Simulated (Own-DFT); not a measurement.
Simulation results for Hf$_{31}$O$_{64}$ (monoclinic hafnia with one vacancy, atoms displaced)

Computed with Own-DFT development build. A calculation, not a measurement: plane-wave PBE density functional theory by an unreviewed code, no spin, of a simulated periodic cell, stress positive in tension, free energy of the whole cell less one offset for each atom, defect cell not probed for a lower state with spin; hafnium file: forces about 75 meV/angstrom off all-electron values; oxygen file: force components 24 meV/angstrom off all-electron in one glass; forces on such cells passed a denser k mesh, this cell's mesh not checked; offsets are fitted by least squares, one for each functional and potential file, so energies compare only between cells with the same atoms and settings and are not formation energies; the far tail of each file's local potential was reset to the Coulomb form; each entry is a single point on an unrelaxed cell, so the pressure reflects the starting lattice, mostly measured values, from which strain is counted, and rises with the displacements; printed positions are rounded, which can move forces by about a meV/angstrom; the program is a retired in-house code; no spin-orbit coupling; before rounding, a Quantum ESPRESSO 7.3.1 run of the same cell and cutoff gave forces within 1 meV/angstrom rms on each cell, which checks the program and not the settings.

```json
{"formula": "Hf31O64", "kind": "monoclinic hafnia with one vacancy, atoms displaced", "structure": {"cell_angstrom": [[10.234, 0.0, 0.0], [0.0, 10.35, 0.0], [-1.6955, 0.0, 10.4453]], "atoms_fractional": [["Hf", 0.13894, 0.02131, 0.10172], ["Hf", 0.36182, 0.27207, 0.14032], ["Hf", 0.36375, 0.47423, 0.39526], ["Hf", 0.1403, 0.22824, 0.35408], ["O", 0.03844, 0.17007, 0.18013], ["O", 0.46246, 0.4136, 0.07768], ["O", 0.45889, 0.33473, 0.32741], ["O", 0.03992, 0.091, 0.42278], ["O", 0.22163, 0.37846, 0.24533], ["O", 0.26995, 0.12944, 0.00876], ["O", 0.27506, 0.11937, 0.25959], ["O", 0.22618, 0.37344, 0.49185], ["Hf", 0.13113, 0.01841, 0.60025], ["Hf", 0.3574, 0.26956, 0.64163], ["Hf", 0.36146, 0.47955, 0.89672], ["Hf", 0.1337, 0.22824, 0.85389], ["O", 0.0375, 0.1693, 0.67171], ["O", 0.46565, 0.41259, 0.57512], ["O", 0.46662, 0.33237, 0.82459], ["O", 0.03401, 0.08062, 0.92402], ["O", 0.22279, 0.37787, 0.73901], ["O", 0.27459, 0.12572, 0.50745], ["O", 0.27284, 0.12321, 0.76051], ["O", 0.22554, 0.37016, 0.9859], ["Hf", 0.13398, 0.51525, 0.10292], ["Hf", 0.36354, 0.76629, 0.14678], ["Hf", 0.13785, 0.72948, 0.35203], ["O", 0.03134, 0.67175, 0.17407], ["O", 0.46231, 0.92116, 0.07126], ["O", 0.46032, 0.84156, 0.32555], ["O", 0.04234, 0.58957, 0.42381], ["O", 0.2299, 0.88241, 0.24777], ["O", 0.28407, 0.63112, 0.01051], ["O", 0.27398, 0.62699, 0.25887], ["O", 0.22154, 0.86987, 0.49148], ["Hf", 0.1433, 0.51802, 0.59934], ["Hf", 0.36336, 0.77279, 0.64702], ["Hf", 0.35994, 0.97578, 0.89104], ["Hf", 0.13347, 0.73116, 0.85464], ["O", 0.03893, 0.66592, 0.67493], ["O", 0.46221, 0.91574, 0.57693], ["O", 0.4617, 0.82891, 0.8269], ["O", 0.03716, 0.58311, 0.93119], ["O", 0.22135, 0.87877, 0.73802], ["O", 0.27622, 0.62697, 0.51155], ["O", 0.27683, 0.62081, 0.76188], ["O", 0.22588, 0.86821, 0.98887], ["Hf", 0.63781, 0.02251, 0.10139], ["Hf", 0.86505, 0.26995, 0.14189], ["Hf", 0.86287, 0.48151, 0.39659], ["Hf", 0.64229, 0.23104, 0.35656], ["O", 0.53993, 0.16596, 0.17141], ["O", 0.96518, 0.419, 0.07902], ["O", 0.96238, 0.33832, 0.32148], ["O", 0.54071, 0.07366, 0.42758], ["O", 0.72315, 0.37931, 0.24107], ["O", 0.77503, 0.12946, 0.01081], ["O", 0.77796, 0.12234, 0.25868], ["O", 0.72412, 0.3697, 0.49106], ["Hf", 0.63481, 0.02059, 0.60712], ["Hf", 0.85884, 0.26946, 0.64071], ["Hf", 0.86267, 0.47795, 0.89441], ["Hf", 0.64277, 0.22878, 0.85762], ["O", 0.53397, 0.16551, 0.67179], ["O", 0.95911, 0.41622, 0.57388], ["O", 0.96663, 0.33635, 0.82474], ["O", 0.53395, 0.08678, 0.92051], ["O", 0.72095, 0.38038, 0.74236], ["O", 0.77647, 0.1284, 0.50666], ["O", 0.77136, 0.11583, 0.75492], ["O", 0.7258, 0.37445, 0.98973], ["Hf", 0.6428, 0.52003, 0.1074], ["Hf", 0.86672, 0.77231, 0.15523], ["Hf", 0.86469, 0.97867, 0.39295], ["Hf", 0.64019, 0.73087, 0.3566], ["O", 0.53818, 0.66909, 0.17192], ["O", 0.9623, 0.91592, 0.07528], ["O", 0.9653, 0.83443, 0.32664], ["O", 0.53409, 0.5863, 0.41737], ["O", 0.73042, 0.87995, 0.24386], ["O", 0.77119, 0.62909, 0.00856], ["O", 0.77325, 0.61747, 0.25912], ["O", 0.7345, 0.86903, 0.48773], ["Hf", 0.63878, 0.51765, 0.60262], ["Hf", 0.86534, 0.77037, 0.64464], ["Hf", 0.85627, 0.977, 0.89784], ["Hf", 0.63797, 0.73355, 0.85286], ["O", 0.5332, 0.6685, 0.67663], ["O", 0.96189, 0.91905, 0.57741], ["O", 0.96067, 0.8366, 0.82594], ["O", 0.5345, 0.58358, 0.92126], ["O", 0.72221, 0.88215, 0.74055], ["O", 0.77993, 0.62315, 0.515], ["O", 0.77572, 0.62186, 0.76469], ["O", 0.72281, 0.87357, 0.99029]]}, "settings": {"functional": "PBE", "potential_files": "PseudoDojo norm-conserving, scalar-relativistic, standard set", "wave_cutoff [hartree]": 72.0, "occupations": "Fermi-Dirac", "smearing_width [eV]": 0.1, "k_mesh": "2 x 2 x 2 centred on Gamma"}, "results": {"free_energy_of_cell_above_offsets [eV]": "-79.029", "pressure [GPa]": 3.91, "stress_xx [GPa]": -4.22, "stress_yy [GPa]": -3.64, "stress_zz [GPa]": -3.87, "stress_yz [GPa]": 0.27, "stress_xz [GPa]": -0.08, "stress_xy [GPa]": -0.37, "force_element": ["Hf", "Hf", "Hf", "Hf", "O", "O", "O", "O", "O", "O", "O", "O", "Hf", "Hf", "Hf", "Hf", "O", "O", "O", "O", "O", "O", "O", "O", "Hf", "Hf", "Hf", "O", "O", "O", "O", "O", "O", "O", "O", "Hf", "Hf", "Hf", "Hf", "O", "O", "O", "O", "O", "O", "O", "O", "Hf", "Hf", "Hf", "Hf", "O", "O", "O", "O", "O", "O", "O", "O", "Hf", "Hf", "Hf", "Hf", "O", "O", "O", "O", "O", "O", "O", "O", "Hf", "Hf", "Hf", "Hf", "O", "O", "O", "O", "O", "O", "O", "O", "Hf", "Hf", "Hf", "Hf", "O", "O", "O", "O", "O", "O", "O", "O"], "force_x [eV/angstrom]": [0.67, -0.327, -0.737, 1.539, -0.403, 0.986, 1.602, -2.173, 0.307, 0.522, -0.553, -0.3, 2.832, 0.121, 0.583, 0.874, -1.078, 0.581, -0.034, -0.512, 0.03, -0.513, 0.216, -0.706, 1.23, -0.187, 2.287, 1.037, 0.3, 1.684, -1.915, -0.981, -0.882, 0.17, -1.056, -0.355, -1.002, -0.126, 0.928, -0.667, 0.718, 0.054, -0.14, -0.124, 0.5, -0.306, -0.493, -0.698, -0.448, 0.69, -1.321, -0.72, -0.297, 0.135, 1.011, -0.027, 0.378, 0.131, -0.362, -0.978, 0.575, -0.528, -1.214, -0.028, 0.829, -0.628, -0.048, 0.525, 0.134, 0.597, 0.1, -0.722, -1.072, -0.33, -1.065, 0.1, 0.301, 0.288, 0.142, -0.723, 0.491, 0.362, -0.662, -0.805, -0.351, 0.609, 0.073, 0.989, 0.073, 0.466, 0.0, 0.066, -0.297, 0.262, -0.203], "force_y [eV/angstrom]": [-0.379, -1.607, 1.56, -0.619, -0.648, 0.787, -1.185, -1.441, 0.484, 0.069, 1.071, -0.243, 0.543, -1.241, 0.261, -0.331, 0.254, 0.501, 0.229, 0.339, 0.133, 1.396, -0.36, 0.265, 1.358, 1.848, 1.795, -1.334, -0.501, -1.172, -1.416, -0.606, -0.832, -1.105, -0.645, 0.619, 0.008, 0.829, -0.539, 0.093, -0.393, 0.751, 0.338, -0.056, 0.056, -0.088, 0.416, -0.625, 0.041, -0.459, -1.358, 0.853, -0.392, 0.136, 1.183, -0.267, 0.144, 0.082, 0.247, -0.308, -0.149, 0.96, 0.383, 0.248, 0.228, -0.01, -0.322, -0.31, 0.179, 0.975, -0.512, 0.49, -0.096, 0.961, 0.879, -0.091, 0.14, 0.184, -0.331, 0.162, 0.192, 0.523, -0.403, 0.738, -0.229, 0.241, -1.213, -0.981, -0.134, -0.482, -0.104, -0.97, 0.43, -0.004, -0.109], "force_z [eV/angstrom]": [1.827, 1.399, 0.052, 0.562, -1.653, 0.047, -0.322, 0.122, -1.177, -0.048, -1.097, -0.293, -0.339, 0.502, -0.883, -0.483, -0.16, -0.13, 0.381, -0.309, -0.128, 1.009, 0.156, 0.739, 0.799, 0.703, 0.951, -0.379, 0.409, 0.013, -0.019, -1.914, -0.159, -0.032, 0.619, 1.201, -1.735, 0.412, -0.074, -0.271, 1.08, 0.383, -0.891, 0.435, 0.052, -0.035, 0.073, 0.657, 1.433, -0.3, -0.855, 0.195, -0.254, 0.499, -0.71, -0.036, -0.325, 0.166, -0.197, -1.53, 0.822, -0.021, -1.226, 0.2, 0.178, 0.049, -0.042, -0.526, 0.215, 0.897, 0.102, -1.099, -2.151, 0.139, -0.442, 0.064, 0.416, 0.649, 0.644, -0.428, 0.66, 0.595, 0.293, 0.784, 0.432, -0.409, 0.683, -0.866, -0.09, 0.002, 0.301, -0.042, -0.302, -0.627, 0.003]}}
```
